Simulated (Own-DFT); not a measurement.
# What random displacements cost in 2H SiC, 32 atoms (C16Si16)

These are calculations, not measurements. The program, named Own-DFT, is a retired in-house plane-wave density functional code that no person has reviewed. Each row is one single-point run on a periodic cell that was not relaxed, without spin or spin-orbit coupling.

Settings of every run: PBE; PseudoDojo norm-conserving scalar-relativistic files; cutoff 42 hartree; 5 x 5 x 3 k mesh centred on Gamma; Fermi-Dirac smearing of 0.1 eV.

Known limits, some of them of some rows only: some atoms lie very close together; forces on such cells passed a denser k mesh, each cell not checked; stress not checked against mesh or cutoff.

Cell vectors in Å: (6.165, 0.000, 0.000); (-3.083, 5.339, 0.000); (0.000, 0.000, 10.068). In each run every atom was moved at random and independently from its ideal site; u is the rms move along one axis. E is the free energy for each atom above the fitted value at u = 0, and F the rms of the force components.

```
run   u (Å)  E (meV/atom)  F (eV/Å)  largest force (eV/Å)  P (GPa)
  1  0.0286          30.2     0.782                  2.57     3.86
  2  0.0304          31.9     0.815                  2.23     3.82
  3  0.0617             ?         ?                     ?        ?
  4  0.0652         146.4     1.758                  4.79     6.26
  5  0.1024         381.9     3.280                 16.20    11.72
  6  0.1121         444.5     3.612                 11.77    13.54
```

## Worked fit

For small independent moves the energy grows as E = (3/2) K u², with K the mean stiffness felt by one atom. The runs with u up to 0.11 Å give K = 23.7 ± 0.7 eV/Å², with residuals divided by u² + 0.0006 Å², since the noise grows with the moves. The scatter is 3.5 meV/atom at u = 0.05 Å. The forces follow F = G u with G = 28.4 eV/Å²; no force at u = 0 is resolved. G exceeds K because the moves of its neighbours add to the force on an atom, and stiffness differs between atoms. The pressure follows P = 3.04 + 819 u² GPa: at fixed volume, shortened bonds push harder than stretched ones pull.

## Withheld run

Question: what energy and rms force should run 3 give?

The fit gives 135 ± 6 meV/atom and about 1.75 eV/Å. The calculation gave 138.4 meV/atom and 1.738 eV/Å.
